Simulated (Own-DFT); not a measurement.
## Calculated data, AlN (wurtzite, atoms displaced)

A calculation, not a measurement: plane-wave PBE density functional theory by an unreviewed code, no spin, of a simulated periodic cell, stress positive in tension, free energy of the whole cell less one offset for each atom, forces on such cells passed a denser k mesh, this cell's mesh not checked; offsets are fitted by least squares, one for each functional and potential file, so energies compare only between cells with the same atoms and settings and are not formation energies; the far tail of each file's local potential was reset to the Coulomb form; each entry is a single point on an unrelaxed cell, so the pressure reflects the starting lattice, mostly measured values (interpolated for alloys), from which strain is counted, and rises with the displacements; printed positions are rounded, which can move forces by about a meV/angstrom; the program, named Own-DFT, is a retired in-house code; no spin-orbit coupling. Program: Own-DFT development build.

```cif
# cell vector a (Å): 12.4480 0.0000 0.0000
# cell vector b (Å): -6.2240 10.7803 0.0000
# cell vector c (Å): 0.0000 0.0000 9.9640
data_AlN
_symmetry_space_group_name_H-M 'P 1'
_symmetry_Int_Tables_number 1
_cell_length_a 12.4480
_cell_length_b 12.4480
_cell_length_c 9.9640
_cell_angle_alpha 90.000
_cell_angle_beta 90.000
_cell_angle_gamma 120.000
_cell_volume 1337.10
loop_
_atom_site_label
_atom_site_type_symbol
_atom_site_fract_x
_atom_site_fract_y
_atom_site_fract_z
_atom_site_occupancy
Al1 Al 0.08134 0.15667 0.00915 1
Al2 Al 0.16009 0.07576 0.24686 1
N1 N 0.09034 0.17178 0.17476 1
N2 N 0.17037 0.07768 0.41400 1
Al3 Al 0.06805 0.15197 0.50302 1
Al4 Al 0.16513 0.06512 0.75760 1
N3 N 0.07481 0.16434 0.68532 1
N4 N 0.16281 0.06682 0.94970 1
Al5 Al 0.09397 0.41907 0.00289 1
Al6 Al 0.14945 0.32754 0.25872 1
N5 N 0.09044 0.41728 0.21240 1
N6 N 0.17791 0.34866 0.43409 1
Al7 Al 0.09619 0.42042 0.49076 1
Al8 Al 0.15379 0.31308 0.75618 1
N7 N 0.08070 0.40145 0.68824 1
N8 N 0.16752 0.33098 0.94123 1
Al9 Al 0.09065 0.66460 0.99912 1
Al10 Al 0.16575 0.58845 0.25313 1
N9 N 0.10029 0.68053 0.19555 1
N10 N 0.15727 0.57634 0.44914 1
Al11 Al 0.08414 0.67108 0.49868 1
Al12 Al 0.16312 0.57664 0.75473 1
N11 N 0.08352 0.66003 0.68890 1
N12 N 0.17588 0.58034 0.94944 1
Al13 Al 0.08700 0.91548 0.01321 1
Al14 Al 0.18058 0.84552 0.25313 1
N13 N 0.07021 0.91031 0.18897 1
N14 N 0.15540 0.80761 0.44095 1
Al15 Al 0.08033 0.92384 0.49601 1
Al16 Al 0.14542 0.82469 0.75507 1
N15 N 0.07804 0.92096 0.67430 1
N16 N 0.15040 0.80971 0.93565 1
Al17 Al 0.34700 0.17136 0.99786 1
Al18 Al 0.41229 0.07615 0.26071 1
N17 N 0.32096 0.16347 0.19024 1
N18 N 0.42702 0.09115 0.45847 1
Al19 Al 0.33704 0.16449 0.48786 1
Al20 Al 0.42192 0.08737 0.75125 1
N19 N 0.33347 0.16879 0.68400 1
N20 N 0.41126 0.09967 0.95105 1
Al21 Al 0.34475 0.41778 0.00661 1
Al22 Al 0.41557 0.32718 0.25325 1
N21 N 0.33276 0.42034 0.19807 1
N22 N 0.42341 0.33664 0.43205 1
Al23 Al 0.33231 0.42156 0.49112 1
Al24 Al 0.41836 0.31754 0.73575 1
N23 N 0.32940 0.40950 0.67607 1
N24 N 0.42060 0.31791 0.93878 1
Al25 Al 0.34784 0.67667 0.99463 1
Al26 Al 0.42295 0.57905 0.22590 1
N25 N 0.34617 0.67725 0.19354 1
N26 N 0.41455 0.58096 0.45616 1
Al27 Al 0.33610 0.65630 0.52458 1
Al28 Al 0.42338 0.57847 0.74775 1
N27 N 0.33603 0.67885 0.70105 1
N28 N 0.42375 0.57396 0.94435 1
Al29 Al 0.33621 0.92110 0.98967 1
Al30 Al 0.43811 0.83958 0.24802 1
N29 N 0.32987 0.92291 0.18603 1
N30 N 0.40646 0.82431 0.44806 1
Al31 Al 0.34270 0.90414 0.48454 1
Al32 Al 0.42169 0.83993 0.74960 1
N31 N 0.33085 0.91127 0.68474 1
N32 N 0.40648 0.83848 0.95038 1
Al33 Al 0.58595 0.16858 0.00894 1
Al34 Al 0.66879 0.08142 0.25547 1
N33 N 0.57798 0.16214 0.20309 1
N34 N 0.66652 0.07976 0.44744 1
Al35 Al 0.59276 0.16311 0.50178 1
Al36 Al 0.65502 0.07924 0.75555 1
N35 N 0.58565 0.17278 0.69929 1
N36 N 0.66523 0.07433 0.93246 1
Al37 Al 0.58743 0.41730 0.01643 1
Al38 Al 0.67849 0.33813 0.25576 1
N37 N 0.58059 0.41682 0.19555 1
N38 N 0.67966 0.34587 0.45269 1
Al39 Al 0.58392 0.42027 0.51285 1
Al40 Al 0.67962 0.34247 0.75060 1
N39 N 0.58812 0.41089 0.70264 1
N40 N 0.66501 0.34381 0.94362 1
Al41 Al 0.58384 0.66673 0.00331 1
Al42 Al 0.68478 0.58663 0.25720 1
N41 N 0.57509 0.66450 0.18524 1
N42 N 0.67858 0.59324 0.43915 1
Al43 Al 0.58035 0.66140 0.51407 1
Al44 Al 0.67311 0.60847 0.74139 1
N43 N 0.57773 0.65442 0.69513 1
N44 N 0.65211 0.57025 0.94344 1
Al45 Al 0.58309 0.91133 0.98039 1
Al46 Al 0.66403 0.83678 0.25497 1
N45 N 0.56879 0.91597 0.18679 1
N46 N 0.67546 0.84474 0.45619 1
Al47 Al 0.58223 0.91242 0.50549 1
Al48 Al 0.66949 0.83378 0.73737 1
N47 N 0.59160 0.92758 0.70238 1
N48 N 0.67453 0.82980 0.92941 1
Al49 Al 0.82559 0.16427 0.00443 1
Al50 Al 0.92216 0.08729 0.25494 1
N49 N 0.83739 0.17357 0.18897 1
N50 N 0.92281 0.09232 0.44050 1
Al51 Al 0.84584 0.18127 0.48687 1
Al52 Al 0.92294 0.07328 0.74329 1
N51 N 0.82451 0.15132 0.69898 1
N52 N 0.92648 0.07119 0.95035 1
Al53 Al 0.82570 0.41010 0.99925 1
Al54 Al 0.91023 0.31453 0.23289 1
N53 N 0.84235 0.41645 0.17856 1
N54 N 0.91325 0.32009 0.45453 1
Al55 Al 0.82838 0.41467 0.50499 1
Al56 Al 0.92013 0.33915 0.74504 1
N55 N 0.80974 0.41525 0.68053 1
N56 N 0.92722 0.32941 0.94319 1
Al57 Al 0.82845 0.65162 0.00313 1
Al58 Al 0.90839 0.58372 0.25290 1
N57 N 0.84135 0.66783 0.19614 1
N58 N 0.92147 0.57362 0.45113 1
Al59 Al 0.83784 0.66665 0.49401 1
Al60 Al 0.91747 0.57020 0.74971 1
N59 N 0.83454 0.67474 0.69655 1
N60 N 0.91899 0.58834 0.94788 1
Al61 Al 0.83130 0.91906 0.99596 1
Al62 Al 0.91616 0.82492 0.27099 1
N61 N 0.83592 0.91461 0.19499 1
N62 N 0.92318 0.83809 0.44616 1
Al63 Al 0.83204 0.91270 0.50354 1
Al64 Al 0.92563 0.82537 0.76231 1
N63 N 0.83753 0.91991 0.68509 1
N64 N 0.92151 0.83430 0.93577 1
_calc_functional 'PBE'
_calc_potential_files 'PseudoDojo norm-conserving, scalar-relativistic, standard set'
_calc_wave_cutoff 42  # hartree
_calc_occupations 'Fermi-Dirac'
_calc_smearing_width 0.1  # eV
_calc_k_mesh '2 x 2 x 2 centred on Gamma'
_calc_free_energy_of_cell_above_offsets '-26.390'  # eV
_calc_pressure 11.6  # GPa
_calc_stress_xx -10.66  # GPa
_calc_stress_yy -15.05  # GPa
_calc_stress_zz -9.09  # GPa
_calc_stress_yz 0.46  # GPa
_calc_stress_xz 1.29  # GPa
_calc_stress_xy -1.06  # GPa
```

Force:
```
element  x (eV/Å)  y (eV/Å)  z (eV/Å)
     Al     1.335     1.247    -4.849
     Al    -0.555     0.828    -4.654
      N    -1.443    -0.497     6.987
      N        -1      0.56     6.796
     Al     4.498      3.65    -0.027
     Al    -0.366     3.598     0.342
      N     3.159    -1.942     -0.36
      N     0.635     2.833    -1.852
     Al     0.102    -1.048     0.948
     Al      5.53    -0.698      -1.2
      N    -4.443     1.208     -3.42
      N    -0.121    -4.171     0.714
     Al    -2.876    -1.576     1.877
     Al     1.422     3.462    -0.247
      N    -0.587     2.508     0.034
      N     1.236    -0.696     0.597
     Al     -0.31    -2.778     2.563
     Al     1.998     0.086      1.02
      N    -2.264    -1.539    -1.216
      N     1.585     2.605    -0.458
     Al     1.376    -7.704     2.763
     Al      1.04     -0.19    -0.316
      N    -1.225    -0.222     0.916
      N    -0.611     0.645    -1.064
     Al    -0.764    -2.998    -1.812
     Al    -2.788    -2.771     0.472
      N     1.679      0.04     2.478
      N    -0.019     11.01    -2.775
     Al     3.332    -0.803    -1.075
     Al     3.037     0.289    -2.046
      N     1.168    -1.892     2.277
      N     0.285     6.054    -0.086
     Al    -9.978     1.429     4.896
     Al    -0.864      2.07    -0.504
      N     2.651     0.202     0.352
      N     0.631    -2.663    -2.571
     Al    -1.521     1.129     1.065
     Al    -1.367    -0.776    -0.705
      N    -0.464    -4.786    -0.871
      N     11.22    -7.635    -4.406
     Al    -0.687    -3.117    -0.591
     Al    -1.294     0.534    -1.363
      N     0.569    -2.651    -1.017
      N    -0.165    -0.218     2.438
     Al      2.11    -2.057     0.748
     Al    -1.362     4.911     2.652
      N     0.399      0.08     2.401
      N     -1.46     5.045    -0.659
     Al    -0.816     -2.27     1.434
     Al    -4.028     0.624     3.178
      N      -0.3    -1.458    -0.885
      N     1.843     2.372    -1.458
     Al    -2.707     0.708    -3.254
     Al     -3.26    -2.683     1.183
      N     1.549    -2.456     1.503
      N    -1.816     2.522     -1.31
     Al    -3.995     1.407     1.662
     Al    -10.25    -6.436     3.955
      N     2.678      0.29    -0.011
      N     8.171    -2.731    -2.364
     Al    -8.179     4.242     4.057
     Al     -1.55     0.285     0.443
      N    -0.702     1.166     1.127
      N     4.875    -0.754    -2.675
     Al    -1.055     0.066    -0.664
     Al    -1.142    -0.033    -0.122
      N     1.482     1.151    -0.757
      N     1.504    -0.478    -1.558
     Al    -1.791      2.27     1.292
     Al     2.302     3.636    -1.668
      N      0.57     -0.44    -0.528
      N     -1.22     1.664     3.557
     Al    -2.298    -0.744    -2.491
     Al    -1.398    -0.683     0.359
      N     2.123     0.559     1.519
      N    -3.301    -3.123    -2.904
     Al     0.716    -0.565    -0.749
     Al    -7.346    -5.183      4.09
      N    -2.039      2.22    -2.137
      N     2.868    -2.648    -0.058
     Al     1.522    -0.235    -0.943
     Al    -4.092    -1.353    -1.248
      N     4.607      3.05     1.366
      N    -1.604    -0.783     1.355
     Al    -0.125     0.355    -3.204
     Al     6.131    -5.993      4.22
      N    -3.213     4.897    -1.932
      N     1.682     2.942    -0.229
     Al    -0.355    -0.353     1.507
     Al     0.758    -0.771    -0.532
      N      10.4      6.01    -3.536
      N    -1.505    -3.046    -1.644
     Al    -1.173     1.068     0.728
     Al     0.419     0.864     0.942
      N     -0.65    -4.528    -1.681
      N    -2.328    -0.418     0.388
     Al     2.604    -0.449    -2.702
     Al     0.802    -1.097     -1.98
      N      -0.5    -8.881    -1.093
      N    -2.049    -2.717    -1.606
     Al    -0.898    -11.48     5.558
     Al    -3.672     1.368     2.641
      N     0.193     2.076    -0.765
      N    -3.166     2.532    -2.068
     Al     1.868     1.353    -1.081
     Al     0.428     10.59     3.842
      N    -1.041    -0.188     2.715
      N    -0.787     11.49    -3.862
     Al     4.134     0.341    -0.891
     Al     0.004    -3.233     0.064
      N      9.71     4.092     0.017
      N    -2.427     0.625    -0.086
     Al    -2.198     2.746    -0.927
     Al     5.823    -1.273     0.698
      N    -1.707     0.486    -0.757
      N    -2.572     1.685    -1.934
     Al     1.386      0.18     2.629
     Al    -1.709       2.2     0.423
      N     1.483    -2.014    -1.905
      N     2.039    -2.861    -1.516
     Al     2.437    -2.558     1.365
     Al    -0.643     1.917    -4.062
      N     -1.33    -0.108     0.692
      N    -1.659    -1.479     0.637
     Al     1.275     1.824      -0.1
     Al    -2.175     2.075    -2.105
      N     0.446     -2.95     0.512
      N    -0.527    -1.085     3.132
```
